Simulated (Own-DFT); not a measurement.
# One host, several defects: zincblende GaAs

Calculated, not measured: single-point runs of Own-DFT, a retired in-house plane-wave DFT program that no person has reviewed, on unrelaxed cells, without spin or spin-orbit coupling.

Common settings: PBE; PseudoDojo norm-conserving scalar-relativistic files; cutoff 42 hartree; 3 x 3 x 3 k mesh centred on Gamma; Fermi-Dirac smearing of 0.1 eV.

Known weak points (not all hold for every row): not probed for a lower state with spin; forces not confirmed at this smearing and k mesh; stress not checked against mesh or cutoff.

All runs share one cell, with vectors in Å (11.737, 0.000, 0.000); (0.000, 11.737, 0.000); (0.000, 0.000, 10.833) and a volume of 1492.4 Å³, strained against the parent crystal. Atoms were moved at random from their sites; u is the rms move along one axis. The defect's site can differ from row to row.

| cell | formula | u (Å) | P (GPa) |
|---|---|---|---|
| no defect | As32Ga32 | 0.0309 | 1.29 |
| no defect | As32Ga32 | 0.0529 | 1.65 |
| no defect | As32Ga32 | 0.0539 | 1.63 |
| one As vacancy and one Ga vacancy | As31Ga31 | 0.0283 | 0.90 |
| one As vacancy and one Ga vacancy | As31Ga31 | 0.0508 | 0.97 |
| one As vacancy and one Ga vacancy | As31Ga31 | 0.0532 | 1.24 |
| one Al on a Ga site | AlAs32Ga31 | 0.0279 | 1.19 |
| one Al on a Ga site | AlAs32Ga31 | 0.0296 | 1.22 |
| one Al on a Ga site | AlAs32Ga31 | 0.0471 | 1.37 |
| one Al on a Ga site | AlAs32Ga31 | 0.0474 | ? |

## Working it out

P = P0 + c u² + a shift for each defect gives P0 = 1.20 GPa, c = 145 ± 34 GPa/Å² and a scatter of 0.09 GPa. The shifts, and each times the cell's volume:

- one Al on a Ga site: -0.13 ± 0.08 GPa, -1.2 eV (not resolved)
- one As vacancy and one Ga vacancy: -0.47 ± 0.07 GPa, -4.3 eV

Against the defect-free cell, a freed cell would be larger where the shift is positive and smaller where it is negative (160.2 GPa Å³ is 1 eV). The atoms around the defects weren't relaxed, which would change these numbers.

## Check

Asked: what pressure belongs in the blank (one Al on a Ga site, u = 0.0474 Å)?

The fitted form gives 1.40 ± 0.10 GPa. The hidden result is 1.50 GPa.
